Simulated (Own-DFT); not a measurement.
## Calculated data, Si3N4 (beta silicon nitride, atoms displaced)

All values are calculated (Own-DFT development build). A calculation, not a measurement: plane-wave PBE density functional theory by an unreviewed code, no spin, of a simulated periodic cell, stress positive in tension, free energy of the whole cell less one offset for each atom, forces on such cells passed a denser k mesh, this cell's mesh not checked; offsets are fitted by least squares, one for each functional and potential file, so energies compare only between cells with the same atoms and settings and are not formation energies; the far tail of each file's local potential was reset to the Coulomb form; each entry is a single point on an unrelaxed cell, so the pressure reflects the starting lattice, mostly measured values (interpolated for alloys), from which strain is counted, and rises with the displacements; printed positions are rounded, which can move forces by about a meV/angstrom; the program, named Own-DFT, is a retired in-house code; no spin-orbit coupling.

### Si3N4 (beta silicon nitride, atoms displaced)

```
Si3N4
1.0
      7.6060     0.0000     0.0000
     -3.8030     6.5870     0.0000
      0.0000     0.0000     8.7270
Si N Si N Si N
6 8 6 8 6 8
Direct
  0.16785 0.76180 0.08169
  0.23409 0.41365 0.08732
  0.57830 0.83056 0.08312
  0.82981 0.23480 0.24119
  0.77015 0.61248 0.24958
  0.40195 0.18204 0.25582
  0.32950 0.03150 0.08153
  0.97214 0.31347 0.08198
  0.70507 0.66062 0.08532
  0.67502 0.97738 0.25200
  0.03368 0.70786 0.24117
  0.30881 0.34234 0.25486
  0.32855 0.65013 0.08076
  0.66402 0.32657 0.25043
  0.18079 0.76842 0.41244
  0.23622 0.39889 0.41893
  0.59802 0.82494 0.41823
  0.83385 0.23317 0.58686
  0.75673 0.59195 0.58557
  0.40290 0.17691 0.58254
  0.33742 0.02154 0.42327
  0.97854 0.31347 0.41466
  0.70257 0.66464 0.41595
  0.66426 0.97563 0.58842
  0.04196 0.69980 0.58184
  0.30864 0.34626 0.59002
  0.33774 0.67501 0.40666
  0.66707 0.34076 0.59087
  0.16110 0.76235 0.75326
  0.24951 0.41010 0.75245
  0.60681 0.82740 0.74415
  0.82840 0.23182 0.91812
  0.75059 0.58234 0.92116
  0.39802 0.17574 0.91412
  0.33017 0.02159 0.75281
  0.95895 0.29804 0.73949
  0.69565 0.67639 0.74879
  0.67785 0.97524 0.91745
  0.02682 0.70472 0.91414
  0.29960 0.33273 0.91390
  0.32715 0.66797 0.75097
  0.65251 0.33299 0.92943
```

- functional: PBE
- potential files: PseudoDojo norm-conserving, scalar-relativistic, standard set
- wave cutoff: 42 hartree
- occupations: Fermi-Dirac
- smearing width: 0.1 eV
- k mesh: 3 x 3 x 3 centred on Gamma
- free energy of cell above offsets: -2.791 eV
- pressure: 8.23 GPa
- stress xx: -4.51 GPa
- stress yy: -9.21 GPa
- stress zz: -10.98 GPa
- stress yz: -0.02 GPa
- stress xz: 0.15 GPa
- stress xy: 2.28 GPa

Force:
| element | x (eV/Å) | y (eV/Å) | z (eV/Å) |
| --- | --- | --- | --- |
| Si | 0.587 | 1.549 | -1.621 |
| Si | 0.774 | -4.673 | -0.836 |
| Si | 2.834 | 0.094 | 0.184 |
| Si | -1.405 | 0.737 | 3.045 |
| Si | 3.69 | -3.896 | 0.191 |
| Si | 2.995 | -2.143 | -1.07 |
| N | -0.286 | -0.664 | 0.964 |
| N | 1.356 | -0.023 | -0.74 |
| N | -4.859 | 2.994 | -0.879 |
| N | 0.336 | -1.897 | -0.663 |
| N | -0.811 | -0.458 | 2.83 |
| N | 0.006 | -0.83 | -1.262 |
| N | -1.798 | 5.974 | -0.052 |
| N | -0.543 | 2.157 | 0.356 |
| Si | -1.585 | -0.964 | 0.597 |
| Si | -2.837 | 3.173 | 0.626 |
| Si | -1.118 | 1.129 | -0.086 |
| Si | -3.502 | 0.172 | -4.581 |
| Si | 3.636 | 0.493 | -0.117 |
| Si | 1.838 | -1.143 | 1.659 |
| N | -1.258 | 3.132 | -1.32 |
| N | -0.244 | -1.352 | -0.095 |
| N | -2.171 | 1.809 | 1.12 |
| N | 0.983 | -0.686 | -2.273 |
| N | -3.415 | -1.011 | -0.673 |
| N | 2.056 | -1.973 | -2.433 |
| N | 2.353 | -2.236 | 0.326 |
| N | 0.106 | -1.757 | -0.322 |
| Si | 2.231 | 0.705 | -1.496 |
| Si | -5.215 | 2.172 | 0.16 |
| Si | -5.606 | 1.698 | 2.159 |
| Si | -1.684 | 1.11 | -1.703 |
| Si | 1.996 | 1.713 | -1.391 |
| Si | 1.144 | -1.985 | 0.518 |
| N | -0.824 | 2.122 | -0.728 |
| N | 4.176 | 1.766 | 6.06 |
| N | 3.199 | -2.546 | 0.726 |
| N | -0.151 | -1.486 | 0.065 |
| N | -1.707 | -1.463 | 1.288 |
| N | -0.164 | -0.275 | 2.352 |
| N | 2.279 | -0.037 | 0.258 |
| N | 2.611 | -1.202 | -1.139 |
